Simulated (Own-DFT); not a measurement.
# How strain changes the stress of wurtzite GaN, 72 atoms (Ga36N36)

Calculated results; nothing here was measured. The program, named Own-DFT, is a retired in-house plane-wave density functional code that no person has reviewed. Each row is one single-point run on a periodic cell that was not relaxed, without spin or spin-orbit coupling.

Settings of every run: PBE; PseudoDojo norm-conserving scalar-relativistic files; cutoff 42 hartree; 4 x 4 x 3 k mesh centred on Gamma; Fermi-Dirac smearing of 0.1 eV.

Known limits: forces not confirmed at this smearing and k mesh; stress not checked against mesh or cutoff.

Unstrained cell vectors in Å: (9.567, 0.000, 0.000); (-4.783, 8.285, 0.000); (0.000, 0.000, 10.370). The unstrained cell has measured lattice constants (interpolated for alloys), not those of this functional. That, the random moves and any unrelaxed bonds set the pressure at no strain. Each run strains this cell uniformly, with the atoms carried along. Every atom was also moved at random, by a Gaussian of width 0.05 Å on each axis. Strain is the symmetric tensor, in per cent. Stress is positive in tension, and the pressure is minus a third of its trace.

```
run  e_xx (%)  e_yy (%)  e_zz (%)  s_xx (GPa)  s_yy (GPa)  s_zz (GPa)  P (GPa)  E (meV/atom)
  1      1.75      1.75      0.00        1.98       -1.07       -4.61     1.24           9.9
  2      1.50      1.50      0.00        0.41       -0.01       -6.12     1.91           6.4
  3     -3.00     -3.00      0.00      -25.16      -26.81      -13.01    21.66          80.2
  4     -2.75     -2.75      0.00      -21.95      -24.55      -14.53    20.34          76.0
  5      0.50      0.50      0.00       -4.96       -5.27       -5.44     5.22           0.0
  6      0.75      0.75      0.00       -3.23       -2.92       -7.47     4.54           1.4
  7     -2.25     -2.25      0.00      -22.41      -21.89      -10.64    18.31          67.9
  8     -0.50     -0.50      0.00      -10.80      -11.10       -6.92     9.61          18.7
  9     -0.75     -0.75      0.00           ?           ?           ?        ?             ?
```

E is the free energy for each atom above the lowest run shown.

## Worked fit

The change of volume is close to e_xx + e_yy + e_zz. A straight line through the runs shown gives P = 8.21 - 222 x (fractional change of volume) GPa, with an error of 6 on the slope and a scatter of 0.64 GPa. The strain isn't the same on all axes and the cell isn't cubic, so the slope belongs to this path and is not the bulk modulus.

## Withheld run

Question: what pressure should run 9 give? Its volume changes by -1.49 %.

The line gives 11.5 GPa. The calculation gave 10.74 GPa.
